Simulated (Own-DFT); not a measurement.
## Calculated data, Hf$_{32}$O$_{63}$ (monoclinic hafnia with one vacancy, atoms displaced)

Computed with Own-DFT development build. A calculation, not a measurement: plane-wave density functional theory by an unreviewed code, no spin, of a simulated periodic cell, stress positive in tension, run twice, with PBE and with PBEsol, both on files made for PBE, so the change isn't that of files made for PBEsol, defect cell not probed for a lower state with spin; hafnium file: forces about 75 meV/angstrom off all-electron values; oxygen file: force components 24 meV/angstrom off all-electron in one glass; forces on such cells passed a denser k mesh, this cell's mesh not checked; the far tail of each file's local potential was reset to the Coulomb form; each entry is a single point on an unrelaxed cell, so the pressure reflects the starting lattice, mostly measured values (interpolated for alloys), from which strain is counted, and rises with the displacements; printed positions are rounded, which can move forces by about a meV/angstrom; the program, named Own-DFT, is a retired in-house code; no spin-orbit coupling; stress was not checked against mesh or cutoff.

## Hf$_{32}$O$_{63}$ (monoclinic hafnia with one vacancy, atoms displaced)

```
Hf32O63
1.0
     10.2340     0.0000     0.0000
      0.0000    10.3500     0.0000
     -1.6955     0.0000    10.4453
Hf O Hf O Hf O Hf O Hf O Hf O Hf O Hf O
4 7 4 8 4 8 4 8 4 8 4 8 4 8 4 8
Direct
  0.13246 0.02002 0.09982
  0.35915 0.26650 0.14092
  0.36321 0.48051 0.39582
  0.14397 0.22986 0.35329
  0.03593 0.16306 0.17449
  0.46307 0.41817 0.07519
  0.46375 0.33571 0.32543
  0.22156 0.37639 0.23717
  0.27378 0.12689 0.01150
  0.27793 0.11971 0.26062
  0.21921 0.37096 0.48635
  0.13658 0.01895 0.60317
  0.36076 0.26991 0.64888
  0.35737 0.47967 0.89910
  0.14401 0.22551 0.85390
  0.03692 0.17268 0.67298
  0.46246 0.41760 0.58096
  0.46606 0.33647 0.82633
  0.03927 0.08542 0.92264
  0.23009 0.37654 0.73621
  0.27536 0.12443 0.50951
  0.27656 0.11760 0.76180
  0.22739 0.37500 0.99091
  0.13538 0.51992 0.10816
  0.35770 0.76765 0.14835
  0.36030 0.98568 0.39242
  0.13830 0.73555 0.35535
  0.03799 0.66316 0.17357
  0.46673 0.91807 0.07655
  0.46571 0.83139 0.33298
  0.03896 0.57698 0.42024
  0.22263 0.88469 0.23735
  0.27387 0.62918 0.01538
  0.27604 0.61903 0.26244
  0.22498 0.86701 0.48727
  0.14143 0.51816 0.60572
  0.36100 0.77180 0.64305
  0.35833 0.97630 0.89363
  0.13617 0.72959 0.85549
  0.04302 0.66367 0.67654
  0.46322 0.90983 0.57426
  0.45990 0.83543 0.82225
  0.03174 0.57591 0.92052
  0.22565 0.88309 0.73409
  0.27659 0.63089 0.50882
  0.26513 0.62188 0.75945
  0.23127 0.87181 0.99219
  0.64154 0.01961 0.10655
  0.86583 0.26927 0.14643
  0.86570 0.47658 0.39582
  0.64008 0.22710 0.35407
  0.53354 0.16006 0.17099
  0.96111 0.41572 0.07040
  0.96266 0.33626 0.32330
  0.53995 0.08179 0.43086
  0.71930 0.38012 0.24355
  0.78178 0.13178 0.01146
  0.77284 0.12032 0.25803
  0.72143 0.37313 0.48863
  0.63937 0.01564 0.60223
  0.86609 0.27118 0.64684
  0.86572 0.47939 0.89871
  0.63583 0.23038 0.85475
  0.53856 0.16597 0.67899
  0.96598 0.41750 0.58087
  0.96009 0.34100 0.82854
  0.54050 0.08522 0.92666
  0.72570 0.38042 0.74212
  0.77445 0.12917 0.51204
  0.77775 0.12140 0.75944
  0.72539 0.37385 0.98655
  0.64085 0.52260 0.10486
  0.85673 0.76726 0.14612
  0.86265 0.98109 0.40028
  0.64090 0.72986 0.35285
  0.53504 0.66366 0.17651
  0.96580 0.91496 0.07776
  0.96516 0.82957 0.32366
  0.53524 0.58117 0.42332
  0.71913 0.88378 0.24035
  0.77856 0.62877 0.00976
  0.77417 0.61973 0.26249
  0.71999 0.87182 0.49042
  0.64047 0.52297 0.60400
  0.86139 0.77333 0.64864
  0.86014 0.97812 0.89510
  0.63619 0.72834 0.84814
  0.53894 0.66628 0.67617
  0.96058 0.91350 0.57432
  0.96502 0.83051 0.82404
  0.53633 0.58191 0.92680
  0.72456 0.87665 0.73952
  0.77095 0.62905 0.50726
  0.77212 0.61941 0.75854
  0.72160 0.86599 0.98975
```

Here we set functional PBE, then PBEsol, potential files PseudoDojo norm-conserving, scalar-relativistic, standard set, wave cutoff 72 hartree, occupations Fermi-Dirac, smearing width 0.1 eV and k mesh 2 x 2 x 2 centred on Gamma.

It finds PBE pressure 4.14 GPa; PBE stress xx -3.56 GPa; PBE stress yy -4.04 GPa; PBE stress zz -4.83 GPa; PBE stress yz -0.32 GPa; PBE stress xz -0.1 GPa; PBE stress xy 0.26 GPa; PBEsol pressure -2.25 GPa; PBEsol stress xx 2.82 GPa; PBEsol stress yy 2.3 GPa; PBEsol stress zz 1.62 GPa; PBEsol stress yz -0.27 GPa; PBEsol stress xz 0.24 GPa; PBEsol stress xy 0.2 GPa; rms change of force components from PBE to PBEsol 0.047 eV/Å.

Force:
```csv
force element,PBE force x (eV/Å),PBE force y (eV/Å),PBE force z (eV/Å),PBEsol force x (eV/Å),PBEsol force y (eV/Å),PBEsol force z (eV/Å)
Hf,0.698,-0.281,0.877,0.68,-0.234,0.834
Hf,1.319,1.139,0.912,1.277,1.161,0.912
Hf,0.4,-0.177,0.319,0.401,-0.205,0.335
Hf,-0.796,0.088,0.228,-0.649,0.191,0.118
O,-0.082,0.306,0.331,-0.068,0.332,0.35
O,0.041,-0.58,0.469,0.021,-0.549,0.398
O,0.176,-0.779,-0.122,0.161,-0.768,-0.161
O,-0.06,-0.246,-0.007,-0.009,-0.256,-0.001
O,0.194,0.336,-0.422,0.126,0.334,-0.414
O,-0.223,0.83,-0.258,-0.281,0.824,-0.236
O,0.358,-0.464,0.124,0.398,-0.456,0.111
Hf,-0.172,0.486,-0.287,-0.091,0.46,-0.143
Hf,1.715,0.247,-0.498,1.68,0.308,-0.439
Hf,1.555,0.429,-0.384,1.521,0.358,-0.334
Hf,-1.106,1.412,0.061,-1.064,1.312,0.039
O,0.941,-1.221,-0.214,0.931,-1.187,-0.142
O,-0.192,-0.116,-0.221,-0.202,-0.105,-0.265
O,-0.563,0.03,0.266,-0.56,0.005,0.206
O,-0.949,-0.585,-0.58,-0.905,-0.583,-0.51
O,-0.855,0.003,0.691,-0.77,-0.003,0.667
O,-0.659,0.38,-0.008,-0.706,0.363,-0.017
O,-0.107,0.613,-0.175,-0.177,0.605,-0.165
O,-0.712,-1.131,-0.558,-0.618,-1.099,-0.543
Hf,0.21,-0.169,-0.538,0.212,-0.114,-0.554
Hf,1.542,0.808,0.315,1.493,0.826,0.324
Hf,0.924,-1.809,0.582,0.89,-1.819,0.595
Hf,0.164,-1.757,-0.224,0.174,-1.764,-0.241
O,-0.982,0.828,-0.236,-0.945,0.813,-0.186
O,-0.438,-0.758,0.243,-0.434,-0.715,0.187
O,-0.533,0.366,-0.53,-0.522,0.349,-0.565
O,0.077,0.734,0.029,0.075,0.697,0.081
O,0.059,-0.785,0.254,0.122,-0.78,0.246
O,-0.224,-0.069,-0.476,-0.278,-0.075,-0.455
O,-0.063,0.458,-0.157,-0.116,0.454,-0.156
O,-0.297,1.173,0.28,-0.224,1.135,0.28
Hf,-0.276,0.502,-0.672,-0.266,0.539,-0.673
Hf,0.134,-0.584,-0.053,0.128,-0.5,-0.039
Hf,1.84,0.213,0.991,1.786,0.152,0.989
Hf,0.188,-1.136,0.062,0.184,-1.18,0.008
O,-1.86,0.981,-0.67,-1.791,0.97,-0.586
O,0.578,0.878,0.109,0.55,0.864,0.067
O,0.618,-0.301,0.363,0.583,-0.302,0.299
O,2.073,1.953,0.295,2.023,1.891,0.344
O,-0.743,-0.661,0.499,-0.66,-0.633,0.471
O,-0.081,-0.339,0.384,-0.142,-0.332,0.376
O,1.421,-0.313,0.817,1.304,-0.309,0.793
O,-0.934,-0.318,-0.701,-0.841,-0.3,-0.685
Hf,-0.813,0.281,-1.145,-0.808,0.32,-1.133
Hf,-1.122,0.672,-0.593,-1.095,0.699,-0.569
Hf,-0.855,0.596,0.509,-0.836,0.539,0.513
Hf,-0.799,1.027,-0.105,-0.766,0.971,-0.125
O,-0.519,0.782,0.627,-0.491,0.772,0.651
O,0.763,-0.532,1.827,0.734,-0.499,1.734
O,1.156,-1.165,0.246,1.122,-1.141,0.19
O,-0.809,0.296,-1.119,-0.779,0.26,-1.044
O,0.616,-0.379,-0.597,0.663,-0.372,-0.571
O,0.115,-0.775,-0.13,0.057,-0.764,-0.117
O,0.766,0.122,0.83,0.671,0.117,0.812
O,0.479,-0.544,0.099,0.532,-0.527,0.087
Hf,-0.92,1.03,0.882,-0.887,1.05,0.819
Hf,-1.573,0.878,0.431,-1.537,0.912,0.456
Hf,-2.271,-0.007,-1.404,-2.213,-0.07,-1.346
Hf,0.724,0.401,0.023,0.7,0.348,-0.011
O,-0.61,-0.414,-0.875,-0.586,-0.376,-0.794
O,0.053,0.143,-0.403,0.05,0.144,-0.443
O,2.32,-2.334,-0.606,2.236,-2.279,-0.642
O,-0.855,-0.511,-0.378,-0.813,-0.504,-0.322
O,-0.16,-0.149,-0.811,-0.091,-0.145,-0.79
O,0.732,-0.303,-0.43,0.645,-0.322,-0.43
O,0.322,-0.698,0.327,0.257,-0.683,0.321
O,-0.538,-0.359,0.961,-0.46,-0.342,0.932
Hf,-0.643,-0.841,-0.381,-0.629,-0.774,-0.399
Hf,0.651,0.1,-0.189,0.628,0.13,-0.171
Hf,-0.112,-0.109,-0.954,-0.299,-0.251,-0.912
Hf,-1.295,-0.426,0.427,-1.267,-0.467,0.396
O,-0.312,0.373,-0.28,-0.287,0.379,-0.222
O,-0.541,-0.354,-0.451,-0.527,-0.316,-0.488
O,-0.994,1.129,0.652,-0.975,1.077,0.59
O,-0.04,0.401,-0.144,-0.037,0.37,-0.091
O,0.859,-1.137,0.445,0.896,-1.117,0.431
O,-0.154,0.303,0.446,-0.214,0.291,0.453
O,0.743,0.358,-0.497,0.659,0.36,-0.494
O,0.703,0.047,0.106,0.752,0.069,0.105
Hf,-0.279,-1.162,0.132,-0.259,-1.083,0.109
Hf,0.042,-2.048,-0.709,0.021,-1.943,-0.657
Hf,-0.36,0.576,0.257,-0.365,0.525,0.273
Hf,-0.51,-0.697,1.306,-0.487,-0.736,1.237
O,-1.103,0.251,-0.715,-1.052,0.268,-0.643
O,1.059,0.901,0.119,1.024,0.905,0.066
O,-0.258,0.86,0.582,-0.263,0.817,0.505
O,-0.246,0.642,-0.572,-0.224,0.604,-0.501
O,0.136,0.221,0.26,0.204,0.201,0.25
O,0.863,0.593,0.513,0.759,0.572,0.495
O,0.67,0.664,0.04,0.575,0.662,0.031
O,0.604,0.684,-0.069,0.661,0.675,-0.063
```
